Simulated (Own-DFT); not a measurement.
## Calculated data, Ge (diamond germanium with added atoms, atoms displaced)

All values are calculated (Own-DFT development build). A calculation, not a measurement: plane-wave PBE density functional theory by an unreviewed code, no spin, of a simulated periodic cell, stress positive in tension, free energy of the whole cell less one offset for each atom, defect cell not probed for a lower state with spin, k mesh not checked against a denser one; offsets are fitted by least squares, one for each functional and potential file, so energies compare only between cells with the same atoms and settings and are not formation energies; the far tail of each file's local potential was reset to the Coulomb form; each entry is a single point on an unrelaxed cell, so the pressure reflects the starting lattice, mostly measured values (interpolated for alloys), from which strain is counted, and rises with the displacements; printed positions are rounded, which can move forces by about a meV/angstrom; the program, named Own-DFT, is a retired in-house code; no spin-orbit coupling; before rounding, a Quantum ESPRESSO 7.3.1 run of the same cell and cutoff gave forces within 1 meV/angstrom rms on each cell, which checks the program and not the settings.

```cif
# cell vector a (Å): 0.0000 5.6580 5.6580
# cell vector b (Å): 5.6580 0.0000 5.6580
# cell vector c (Å): 5.6580 5.6580 0.0000
data_Ge
_symmetry_space_group_name_H-M 'P 1'
_symmetry_Int_Tables_number 1
_cell_length_a 8.0016
_cell_length_b 8.0016
_cell_length_c 8.0016
_cell_angle_alpha 60.000
_cell_angle_beta 60.000
_cell_angle_gamma 60.000
_cell_volume 362.26
loop_
_atom_site_label
_atom_site_type_symbol
_atom_site_fract_x
_atom_site_fract_y
_atom_site_fract_z
_atom_site_occupancy
Ge1 Ge 0.00368 0.99700 0.00048 1
Ge2 Ge 0.50862 0.99606 0.99848 1
Ge3 Ge 0.01619 0.49537 0.00065 1
Ge4 Ge 0.99662 0.98598 0.51164 1
Ge5 Ge 0.12640 0.12115 0.12988 1
Ge6 Ge 0.62238 0.12138 0.12405 1
Ge7 Ge 0.11810 0.63650 0.12833 1
Ge8 Ge 0.12646 0.12577 0.62131 1
Ge9 Ge 0.50426 0.49678 0.50331 1
Ge10 Ge 0.99531 0.49492 0.51977 1
Ge11 Ge 0.49533 0.00396 0.49058 1
Ge12 Ge 0.48875 0.51258 0.00374 1
Ge13 Ge 0.62441 0.62764 0.63494 1
Ge14 Ge 0.11793 0.63133 0.63552 1
Ge15 Ge 0.62320 0.13698 0.61844 1
Ge16 Ge 0.62048 0.63150 0.12268 1
Ge17 Ge 0.30853 0.30803 0.32410 1
_calc_functional 'PBE'
_calc_potential_files 'PseudoDojo norm-conserving, scalar-relativistic, standard set'
_calc_wave_cutoff 42  # hartree
_calc_occupations 'Fermi-Dirac'
_calc_smearing_width 0.1  # eV
_calc_k_mesh '5 x 5 x 5 centred on Gamma'
_calc_free_energy_of_cell_above_offsets '3.081'  # eV
_calc_pressure 11.91  # GPa
_calc_stress_xx -11.61  # GPa
_calc_stress_yy -12  # GPa
_calc_stress_zz -12.12  # GPa
_calc_stress_yz 3.84  # GPa
_calc_stress_xz 1.08  # GPa
_calc_stress_xy 3.12  # GPa
```

Force:
| element | x (eV/Å) | y (eV/Å) | z (eV/Å) |
| --- | --- | --- | --- |
| Ge | 0.817 | -0.395 | 0.648 |
| Ge | -0.034 | -1.027 | -0.166 |
| Ge | 0.663 | -0.536 | -0.956 |
| Ge | 0.676 | -0.905 | 0.977 |
| Ge | -0.034 | 0.471 | 0.116 |
| Ge | -2.029 | 0.105 | 1.33 |
| Ge | 0.263 | -1.205 | -0.541 |
| Ge | 0.548 | 0.528 | -4.09 |
| Ge | 0.748 | -0.884 | 0.556 |
| Ge | 2.107 | -0.687 | 0.303 |
| Ge | -0.457 | 4.425 | -0.388 |
| Ge | -0.639 | 0.174 | 1.569 |
| Ge | -0.525 | -0.744 | -0.379 |
| Ge | -1.15 | 0.833 | -0.161 |
| Ge | -0.691 | 0.604 | -1.025 |
| Ge | -0.41 | 1.21 | 0.279 |
| Ge | 0.146 | -1.967 | 1.928 |
